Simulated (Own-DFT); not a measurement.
# How strain changes the stress of wurtzite GaN, 72 atoms (Ga36N36)

These are calculations, not measurements. They come from Own-DFT, an in-house plane-wave density functional program, since retired, whose code no person has reviewed. Each row is one single-point run on a periodic cell that was not relaxed, without spin or spin-orbit coupling.

Settings of every run: PBE; PseudoDojo norm-conserving scalar-relativistic files (stringent for Ga); cutoff 96 hartree; 4 x 4 x 3 k mesh centred on Gamma; Gaussian smearing of 0.01 eV.

Known limits: forces not confirmed at this smearing and k mesh; stress not checked against mesh or cutoff.

Unstrained cell vectors in Å: (9.567, 0.000, 0.000); (-4.784, 8.285, 0.000); (0.000, 0.000, 10.370). The unstrained cell has measured lattice constants (interpolated for alloys), not those of this functional. That, the random moves and any unrelaxed bonds set the pressure at no strain. Each run strains this cell uniformly, with the atoms carried along. Every atom was also moved at random, by a Gaussian of width 0.05 Å on each axis. Strain is the symmetric tensor, in per cent. Stress is positive in tension, and the pressure is minus a third of its trace.

| run | e_xx (%) | e_yy (%) | e_zz (%) | e_yz (%) | e_xz (%) | e_xy (%) | s_xx (GPa) | s_yy (GPa) | s_zz (GPa) | s_yz (GPa) | s_xz (GPa) | s_xy (GPa) | P (GPa) | E (meV/atom) |
|---|---|---|---|---|---|---|---|---|---|---|---|---|---|---|
| 1 | -0.61 | -1.95 | 0.00 | 0.50 | 1.24 | -0.44 | -10.30 | -16.51 | -10.15 | 0.60 | 2.41 | -2.04 | 12.32 | 25.0 |
| 2 | -0.27 | -1.92 | -0.78 | -1.00 | 0.40 | -1.18 | -11.72 | -16.47 | -14.46 | -1.93 | 1.12 | -4.38 | 14.22 | 59.0 |
| 3 | 0.75 | 0.05 | -0.02 | -1.45 | 1.61 | -0.40 | -2.81 | -4.69 | -9.47 | -2.70 | 3.14 | -1.40 | 5.66 | 19.9 |
| 4 | -1.85 | -1.05 | -1.66 | 0.53 | -0.22 | 1.43 | -15.90 | -18.97 | -17.07 | 1.34 | -0.90 | 4.67 | 17.31 | 55.8 |
| 5 | 0.35 | -0.64 | 0.97 | 1.07 | -0.58 | 0.91 | -4.92 | -10.18 | -3.42 | 3.17 | -1.78 | 2.10 | 6.17 | 24.5 |
| 6 | -1.61 | -0.90 | 1.19 | -1.19 | 0.15 | -0.24 | -15.39 | -11.54 | -3.93 | -2.52 | 0.11 | -0.42 | 10.29 | 31.0 |
| 7 | 1.71 | 0.56 | -1.34 | 1.78 | 0.32 | 1.20 | -0.98 | -4.43 | -11.50 | 4.27 | 0.66 | 2.45 | 5.63 | 23.9 |
| 8 | 1.47 | -1.34 | 0.59 | -1.53 | 0.38 | -0.38 | -3.14 | -10.57 | -3.82 | -3.49 | 1.05 | -1.43 | 5.84 | 9.7 |
| 9 | 0.46 | 0.94 | 0.73 | 0.40 | 1.36 | -1.17 | -4.56 | -2.13 | -1.91 | 0.97 | 2.82 | -3.31 | 2.87 | 0.0 |
| 10 | 1.40 | -1.20 | 1.01 | -0.14 | -0.22 | 1.29 | -1.58 | -8.86 | -3.94 | -0.21 | -0.77 | 2.05 | 4.79 | 13.9 |
| 11 | -0.08 | 0.79 | -0.75 | 1.86 | 1.02 | -1.00 | -8.40 | -4.24 | -9.06 | 3.50 | 2.10 | -2.96 | 7.23 | 20.8 |
| 12 | 1.98 | 1.58 | -0.95 | -0.81 | -1.37 | 1.90 | 2.01 | -0.97 | -9.72 | -1.89 | -2.99 | 5.27 | 2.89 | 17.2 |
| 13 | -0.55 | -0.61 | -1.67 | -1.73 | 1.05 | 0.06 | -12.08 | -12.53 | -16.55 | -3.23 | 1.79 | 0.67 | 13.72 | 62.3 |
| 14 | -1.36 | 0.15 | 1.90 | 0.82 | -1.17 | -1.91 | -10.21 | -6.72 | -0.86 | 1.11 | -2.40 | -5.00 | 5.93 | 18.0 |
| 15 | -1.81 | 0.20 | 0.69 | 1.64 | -0.84 | 1.31 | -16.05 | -7.45 | -5.20 | 3.69 | -0.83 | 2.81 | 9.56 | 34.6 |
| 16 | 1.20 | -1.37 | -0.53 | -1.29 | 1.46 | 0.82 | -4.12 | -13.38 | -10.40 | -2.64 | 3.36 | 0.92 | 9.30 | 36.2 |
| 17 | -1.09 | -0.07 | 1.48 | 1.61 | -1.23 | -0.37 | ? | ? | ? | ? | ? | ? | ? | ? |

E is the free energy for each atom above the lowest run shown.

## Worked fit

Each stress component was fitted by least squares to a constant and the strains of the runs shown, as fractions, with shears doubled. Shear strains stay in the fit of a normal stress only where such slopes are resolved. The slopes, in GPa:

```
stress  at no strain  per e_xx  per e_yy  per e_zz  scatter
  s_xx          -7.4  422 ± 25   83 ± 30   73 ± 28     1.19
  s_yy          -7.6  135 ± 24  425 ± 29  144 ± 28     1.18
  s_zz          -7.6   66 ± 23  108 ± 28  452 ± 26     1.11
```

Each shear stress against twice its own strain: yz 106 ± 5, xz 104 ± 8, xy 133 ± 8 GPa. These are stiffnesses along x, y and z of the frame in which the cell vectors are given, which need not be the crystal's axes. The atoms are held to the strained lattice; where symmetry lets them move under strain, relaxing them would lower some slopes. The table should be nearly symmetric about its diagonal, and what it lacks of that shows the noise. A ninth of its sum, 212 ± 5 GPa, estimates the bulk modulus near the mean pressure of these runs, 8.4 GPa, so it lies above the value at zero pressure.

## Withheld run

Question: what normal stresses and pressure should run 17 give?

The fit gives s_xx = -11.0, s_yy = -7.3, s_zz = -1.7 and P = 6.7 GPa. The calculation gave -12.69, -5.60, -1.45 and P = 6.58 GPa.
